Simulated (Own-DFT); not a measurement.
Simulation results for SiC (4H silicon carbide, strained, atoms displaced)

All values are calculated (Own-DFT development build). A calculation, not a measurement: plane-wave PBE density functional theory by an unreviewed code, no spin, of a simulated periodic cell, stress positive in tension, free energy of the whole cell less one offset for each atom, forces on such cells passed a denser k mesh, this cell's mesh not checked; offsets are fitted by least squares, one for each functional and potential file, so energies compare only between cells with the same atoms and settings and are not formation energies; the far tail of each file's local potential was reset to the Coulomb form; each entry is a single point on an unrelaxed cell, so the pressure reflects the starting lattice, mostly measured values (interpolated for alloys), from which strain is counted, and rises with the displacements; printed positions are rounded, which can move forces by about a meV/angstrom; the program, named Own-DFT, is a retired in-house code; no spin-orbit coupling; before rounding, a Quantum ESPRESSO 7.3.1 run of the same cell and cutoff gave forces within 1 meV/angstrom rms on each cell, which checks the program and not the settings.

Settings shared by all entries: functional PBE; potential files PseudoDojo norm-conserving, scalar-relativistic, standard set; wave cutoff 42 hartree; occupations Fermi-Dirac; smearing width 0.1 eV; k mesh 5 x 5 x 3 centred on Gamma.

(1) SiC (4H silicon carbide, strained, atoms displaced)

```xyz
32
Lattice="6.0937 -0.0581 -0.1227 -3.0971 5.4593 0.1071 -0.2003 0.0863 10.2584" Properties=species:S:1:pos:R:3 SiC
Si     2.9154     5.4115     4.1080
Si    -0.1228     1.8327     1.5994
C      3.0148     5.3088     0.9206
C     -0.1020     1.8061     3.5679
Si     4.3940     2.7088     4.1280
Si    -1.5374     4.5245     1.6658
C      4.5474     2.5857     0.9192
C     -1.5972     4.5333     3.6017
Si    -0.2529     5.4435     4.1640
Si     3.0190     1.8432     1.5781
C      3.0702     0.0015     0.9224
C      3.0206     1.8216     3.3895
Si     1.3391     2.7416     4.1497
Si     1.4483     4.5580     1.6195
C      1.5287     2.7187     0.9906
C      1.3339     4.5011     3.4953
Si    -0.1695     0.1523     9.3228
Si     2.9186     3.6384     6.7408
C      2.8203     5.4391     6.0967
C      2.8035     3.6623     8.6970
Si     4.3214     2.7388     9.2291
Si     4.3790     0.8974     6.6195
C      4.3741     2.7299     6.1089
C      4.4611     0.9930     8.6516
Si    -0.2142     5.4715     9.3032
Si    -0.1304     3.6254     6.8077
C      2.9315     0.0543     5.9966
C     -0.1084     3.7701     8.6733
Si     1.3361     2.7221     9.2952
Si     1.3231     0.9483     6.6545
C      1.4042     2.7751     6.0421
C      1.4165     0.9335     8.6550
```

Results for SiC (4H silicon carbide, strained, atoms displaced): free energy of cell above offsets -2.798 eV; pressure 0.29 GPa; stress xx -10.21 GPa; stress yy 3.7 GPa; stress zz 5.63 GPa; stress yz 2.54 GPa; stress xz -8.02 GPa; stress xy -3.32 GPa.

Force:
```tsv
element	x (eV/Å)	y (eV/Å)	z (eV/Å)
Si	-1.021	-0.311	0.664
Si	3.873	-1.955	1.119
C	-0.177	1.864	0.805
C	-1.091	-0.087	-0.431
Si	1.749	-0.364	0.595
Si	-0.167	-0.246	-0.163
C	-1.183	2.929	-1.584
C	-3.227	-0.937	-0.902
Si	4.316	1.911	1.202
Si	-0.567	-1.499	-0.827
C	-0.913	0.104	-0.94
C	-2.539	-0.744	2.224
Si	1.801	0.115	-0.459
Si	0.511	-1.398	-0.37
C	-1.86	0.057	-0.835
C	0.575	0.722	0.769
Si	0.818	-2.04	0.133
Si	-1.231	0.629	0.588
C	0.256	-0.256	-0.856
C	0.933	0.836	-1.194
Si	1.261	0.935	0.437
Si	1.251	0.839	1.272
C	1.18	-0.493	-1.438
C	-1.614	-0.504	-1.865
Si	1.355	1.114	1.651
Si	-0.147	1.381	-1.115
C	-1.976	-1.386	-0.22
C	-1.408	-2.18	0.393
Si	-0.025	0.657	1.008
Si	1.5	0.206	0.85
C	-0.757	-0.688	0.625
C	-1.477	0.789	-1.137
```

(2) SiC (4H silicon carbide, strained, atoms displaced)

```xyz
32
Lattice="6.0643 -0.0993 -0.0442 -3.1181 5.3083 -0.0609 -0.0722 -0.1566 9.9492" Properties=species:S:1:pos:R:3 SiC
Si    -0.0182    -0.0007     4.0558
Si    -0.0401     1.7788     1.5630
C      2.9743     5.1283     0.8521
C     -0.0472     1.6642     3.3820
Si    -1.5722     2.6302     3.9988
Si    -1.6666     4.3621     1.5235
C     -1.5171     2.5982     0.9696
C     -1.5910     4.3612     3.3697
Si    -0.1142     5.1946     3.9831
Si     2.9871     1.5270     1.5202
C     -0.0865     5.1935     0.7987
C      3.0671     1.5772     3.3031
Si     1.4022     2.5837     4.0212
Si     1.3705     4.3566     1.4322
C      1.4062     2.6081     0.8602
C      1.4078     4.3023     3.3582
Si     5.9824    -0.2358     8.9815
Si     2.9422     3.2733     6.3535
C     -0.0122    -0.0389     5.8650
C      2.9003     3.3228     8.3114
Si    -1.6017     2.5208     8.9487
Si     4.4500     0.6867     6.5081
C      4.4338     2.4977     5.8381
C      4.4911     0.7814     8.3526
Si    -0.1740     5.0355     8.8784
Si    -0.0892     3.4375     6.4118
C      2.9912    -0.1026     5.9060
C     -0.1565     3.3364     8.3342
Si     1.4609     2.3952     8.9558
Si     1.5047     0.7415     6.4674
C      1.4750     2.3813     5.8299
C      1.3217     0.6837     8.3565
```

Results for SiC (4H silicon carbide, strained, atoms displaced): free energy of cell above offsets -1.768 eV; pressure 16.31 GPa; stress xx -16.44 GPa; stress yy -18.23 GPa; stress zz -14.25 GPa; stress yz -5.28 GPa; stress xz -2.81 GPa; stress xy -8.26 GPa.

Force:
```tsv
element	x (eV/Å)	y (eV/Å)	z (eV/Å)
Si	-0.038	-1.578	-0.725
Si	0.303	-1.834	-0.878
C	-1.666	1.903	-0.504
C	-0.246	1.652	0.719
Si	-0.002	-1.04	-0.299
Si	1.742	-0.917	-0.378
C	-2.068	0.266	-1.613
C	-1.157	0.235	0.414
Si	0.887	0.515	-0.717
Si	0.017	3.535	-1.362
C	-1.458	-0.625	-0.367
C	-1.959	1.008	2.312
Si	1.757	-1.4	-1.902
Si	1.62	-1.002	1.02
C	1.893	-1.066	0.241
C	-0.098	0.142	-0.084
Si	-1.405	-0.665	0.451
Si	-0.431	3.058	2.22
C	-1.525	-1.68	0.938
C	0.373	-0.366	-0.857
Si	-1.542	1.467	2.42
Si	2.791	1.447	-0.205
C	1.52	-1.5	-1.264
C	-0.989	-4.303	-0.296
Si	-0.057	2.354	0.454
Si	0.253	-1.278	1.568
C	-0.004	-1.573	-0.822
C	2.578	0.112	-1.599
Si	-1.55	1.083	0.26
Si	-1.643	-1.156	1.941
C	-1.464	3.123	-0.3
C	3.57	0.082	-0.787
```

(3) SiC (4H silicon carbide, strained, atoms displaced)

```xyz
32
Lattice="6.0492 0.0945 -0.0868 -2.9428 5.3606 -0.0532 -0.1418 -0.1821 9.9902" Properties=species:S:1:pos:R:3 SiC
Si     5.9388     0.0310     3.9092
Si     0.0222     1.6881     1.5354
C      3.0869     5.4193     0.7413
C     -0.0445     1.7557     3.4174
Si    -1.5565     2.6803     4.1496
Si    -1.4442     4.3876     1.4934
C      4.5071     2.7361     0.8248
C     -1.5001     4.4228     3.4385
Si     2.9525     0.0765     3.9540
Si     3.0489     1.6971     1.4605
C      2.8825     0.1170     0.9152
C      3.0617     1.7868     3.3767
Si     1.4540     2.7331     3.9951
Si     1.6011     4.4550     1.4292
C      1.5477     2.7175     0.8510
C      1.5206     4.4765     3.3454
Si     2.9369     5.2680     8.9450
Si     2.8882     3.4699     6.4892
C     -2.9602     5.1994     5.9265
C      2.9351     3.5055     8.2660
Si     4.3712     2.5432     8.8797
Si     4.5386     0.8302     6.4633
C     -1.5709     2.6283     5.9026
C      4.3226     0.8080     8.2868
Si    -0.1204     5.2265     8.8665
Si    -0.0223     3.5198     6.4765
C     -0.0356     5.2809     5.8518
C     -0.0807     3.4035     8.3328
Si     1.3094     2.5729     8.9639
Si     1.4169     0.7564     6.4436
C      1.4561     2.6475     5.8571
C      1.3668     0.7605     8.4730
```

The calculation gives: free energy of cell above offsets -2.008 eV; pressure 8.59 GPa; stress xx -13.18 GPa; stress yy -2.33 GPa; stress zz -10.25 GPa; stress yz -7.21 GPa; stress xz -5.61 GPa; stress xy 5.07 GPa.

Force:
```tsv
element	x (eV/Å)	y (eV/Å)	z (eV/Å)
Si	1.284	0.644	1.721
Si	-0.426	2.145	-0.322
C	-0.307	-0.832	1.901
C	0.072	-0.198	0.241
Si	0.508	-0.754	-3.069
Si	-0.671	0.51	0.67
C	1.075	-1.128	-0.864
C	0.008	0.221	-1.543
Si	-0.151	-1.646	1.571
Si	-0.181	5.294	1.489
C	2.007	-5.557	-2.016
C	-1.39	1.279	-0.303
Si	0.895	-1.503	-0.69
Si	-1.386	1.02	0.276
C	-0.627	-0.899	0.297
C	-0.517	-0.066	-0.87
Si	-0.014	0.33	-2.178
Si	2.523	1.658	-1.164
C	-2.214	-0.606	-1.807
C	-1.338	-0.209	2.148
Si	0.713	0.941	1.041
Si	-1.712	0.681	-0.796
C	0.155	-1.466	2.159
C	1.198	-0.751	1.252
Si	0.966	-0.39	1.722
Si	-1.162	-0.097	-0.022
C	2.114	0.493	-1.185
C	-2.444	1.332	0.017
Si	3.218	-1.246	0.901
Si	0.464	1.762	2.274
C	-0.925	-1.688	-0.605
C	-1.736	0.723	-2.247
```
